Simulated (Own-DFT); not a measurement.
# Response to strain: C40 NbSi2, 36 atoms (Nb12Si24)

These are calculations, not measurements. They come from Own-DFT, an in-house plane-wave density functional program, since retired, whose code no person has reviewed. Each row is one single-point run on a periodic cell that was not relaxed, without spin or spin-orbit coupling.

Settings of every run: PBE; PseudoDojo norm-conserving scalar-relativistic files; cutoff 42 hartree; 4 x 4 x 5 k mesh centred on Gamma; cold (Marzari-Vanderbilt) smearing of 0.2 eV.

Known limits: forces on such cells failed a check on a denser k mesh; stress not checked against mesh or cutoff.

Unstrained cell vectors in Å: (0.000, 8.324, 0.000); (-9.613, 0.000, 0.000); (0.000, 0.000, 6.586). The unstrained cell was taken from the Materials Project. The random moves and any unrelaxed bonds add to the pressure at no strain. Each run strains this cell uniformly, with the atoms carried along. Every atom was also moved at random, by a Gaussian of width 0.05 Å on each axis. Strain is the symmetric tensor, in per cent. Stress is positive in tension, and the pressure is minus a third of its trace.

| run | e_xx (%) | e_yy (%) | e_zz (%) | e_yz (%) | e_xz (%) | e_xy (%) | s_xx (GPa) | s_yy (GPa) | s_zz (GPa) | s_yz (GPa) | s_xz (GPa) | s_xy (GPa) | P (GPa) | E (meV/atom) |
|---|---|---|---|---|---|---|---|---|---|---|---|---|---|---|
| 1 | 1.78 | 1.13 | 0.19 | 1.77 | 1.13 | -0.14 | 5.12 | 2.79 | -0.59 | 5.23 | 3.48 | -0.35 | -2.44 | 4.3 |
| 2 | -1.60 | -0.57 | 1.64 | -1.57 | 1.37 | -0.48 | -7.62 | -4.46 | 1.38 | -5.34 | 4.07 | -1.52 | 3.57 | 26.8 |
| 3 | 1.31 | 0.12 | -1.68 | 1.77 | 0.41 | -0.67 | 0.78 | -2.26 | -11.31 | 5.91 | 1.27 | -2.01 | 4.26 | 27.0 |
| 4 | -0.47 | 1.80 | -1.28 | 0.84 | -1.57 | -1.67 | -4.73 | 2.18 | -9.27 | 2.38 | -6.02 | -4.39 | 3.94 | 40.7 |
| 5 | 1.81 | -1.35 | 1.55 | 1.10 | -1.62 | 0.41 | 4.11 | -4.79 | 3.19 | 3.15 | -4.46 | 1.28 | -0.84 | 12.2 |
| 6 | 1.13 | 0.18 | 0.76 | -1.91 | -0.21 | 0.28 | 2.42 | 0.24 | 0.48 | -6.01 | -0.39 | 1.29 | -1.05 | 1.1 |
| 7 | 1.26 | 1.08 | -1.85 | -0.63 | -1.44 | -1.32 | 1.62 | 0.47 | -10.33 | -2.14 | -4.48 | -3.50 | 2.75 | 15.3 |
| 8 | 1.52 | -0.51 | 1.88 | 1.22 | 0.75 | 0.77 | 3.53 | -1.89 | 4.52 | 3.79 | 1.87 | 2.33 | -2.05 | 23.2 |
| 9 | 1.10 | 1.59 | -1.34 | -1.68 | -1.29 | -1.90 | 1.25 | 2.74 | -8.07 | -5.58 | -4.19 | -5.48 | 1.36 | 25.5 |
| 10 | 0.01 | 1.64 | -1.89 | -0.46 | -0.48 | -0.06 | -2.97 | 1.70 | -11.54 | -1.54 | -0.99 | -0.35 | 4.27 | 25.7 |
| 11 | -1.47 | -0.50 | 1.48 | 0.38 | 0.23 | 0.06 | -7.00 | -3.51 | 1.50 | 1.58 | 0.87 | 0.03 | 3.00 | 0.3 |
| 12 | -0.49 | 1.41 | -0.97 | 0.56 | 0.22 | 1.03 | -4.14 | 1.39 | -7.72 | 2.27 | 0.72 | 2.66 | 3.49 | 17.6 |
| 13 | -0.60 | -0.93 | -0.93 | 0.15 | 1.92 | 0.85 | -6.19 | -7.51 | -10.34 | 0.96 | 7.15 | 2.48 | 8.01 | 29.3 |
| 14 | 0.28 | 0.69 | -0.75 | 0.20 | 1.20 | 1.76 | -1.32 | -0.05 | -6.16 | 0.49 | 3.23 | 4.77 | 2.51 | 5.3 |
| 15 | 0.96 | 0.50 | 0.97 | -0.28 | -1.18 | 0.01 | 2.63 | 0.94 | 1.55 | -0.17 | -3.52 | 0.14 | -1.70 | 0.0 |
| 16 | -0.08 | 0.03 | -1.29 | 1.29 | 0.24 | -1.30 | ? | ? | ? | ? | ? | ? | ? | ? |

E is the free energy for each atom above the lowest run shown.

## Worked fit

Each stress component was fitted by least squares to a constant and the strains of the runs shown, as fractions, with shears doubled. Shear strains stay in the fit of a normal stress only where such slopes are resolved. The slopes, in GPa:

```
stress  at no strain  per e_xx  per e_yy  per e_zz  scatter
  s_xx          -2.6   367 ± 9   73 ± 13   81 ± 10     0.38
  s_yy          -2.5    71 ± 9  360 ± 13   91 ± 10     0.37
  s_zz          -4.3   78 ± 10  106 ± 15  469 ± 11     0.43
```

Each shear stress against twice its own strain: yz 159 ± 5, xz 154 ± 8, xy 139 ± 4 GPa. These are stiffnesses along x, y and z of the frame in which the cell vectors are given, which need not be the crystal's axes. The atoms are held to the strained lattice; where symmetry lets them move under strain, relaxing them would lower some slopes. The table should be nearly symmetric about its diagonal, and what it lacks of that shows the noise. A ninth of its sum, 188 ± 10 GPa, estimates the bulk modulus near the mean pressure of these runs, 1.9 GPa, so it lies above the value at zero pressure.

## Withheld run

Question: what normal stresses and pressure should run 16 give?

The fit gives s_xx = -3.9, s_yy = -3.6, s_zz = -10.3 and P = 6.0 GPa. The calculation gave -3.76, -3.74, -10.72 and P = 6.07 GPa.
